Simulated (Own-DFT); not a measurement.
# Point defects and the pressure they add: L1_0 TiAl

The numbers are computed, not measured, by runs of the plane-wave DFT program Own-DFT (in-house, retired, unreviewed) at fixed positions, with no spin and no spin-orbit coupling.

Method: PBE; PseudoDojo norm-conserving scalar-relativistic files; cutoff 42 hartree; 4 x 4 x 4 k mesh centred on Gamma; cold (Marzari-Vanderbilt) smearing of 0.2 eV.

Known weak points: forces on such cells failed a check on a denser k mesh; stress not checked against mesh or cutoff.

All runs share one cell, with vectors in Å (5.622, 5.622, 0.000); (-5.622, 5.622, 0.000); (0.000, 0.000, 8.133) and a volume of 514.0 Å³. Atoms were moved at random from their sites; u is the rms move along one axis. The defect's site can differ from row to row.

| cell | formula | u (Å) | P (GPa) |
|---|---|---|---|
| no defect | Al16Ti16 | 0.0184 | 1.16 |
| no defect | Al16Ti16 | 0.0486 | 1.69 |
| no defect | Al16Ti16 | 0.0534 | 1.92 |
| one Ti vacancy | Al16Ti15 | 0.0270 | 0.40 |
| one Ti vacancy | Al16Ti15 | 0.0296 | ? |
| one Ti vacancy | Al16Ti15 | 0.0306 | 0.61 |
| one Ti vacancy | Al16Ti15 | 0.0323 | 0.44 |
| two Al vacancies | Al14Ti16 | 0.0292 | -0.46 |
| two Al vacancies | Al14Ti16 | 0.0435 | -0.59 |
| two Al vacancies | Al14Ti16 | 0.0443 | -0.35 |

## Working it out

P = P0 + c u² + a shift for each defect gives P0 = 1.15 GPa, c = 237 ± 70 GPa/Å² and a scatter of 0.15 GPa. The shifts, and each times the cell's volume:

- one Ti vacancy: -0.88 ± 0.14 GPa, -2.8 eV
- two Al vacancies: -1.99 ± 0.12 GPa, -6.4 eV (-3.2 eV for each of its 2 sites)

Positive is outwards. The product with the volume (160.2 GPa Å³ to the eV) is nearly free of the cell's size; divided by the bulk modulus at the cell's pressure it gives the volume that the defect adds. The atoms around the defects weren't relaxed, which would change these numbers.

## Check

Question: what pressure belongs in the blank (one Ti vacancy, u = 0.0296 Å)?

The fitted form gives 0.48 ± 0.17 GPa. The run itself gave 0.53 GPa.
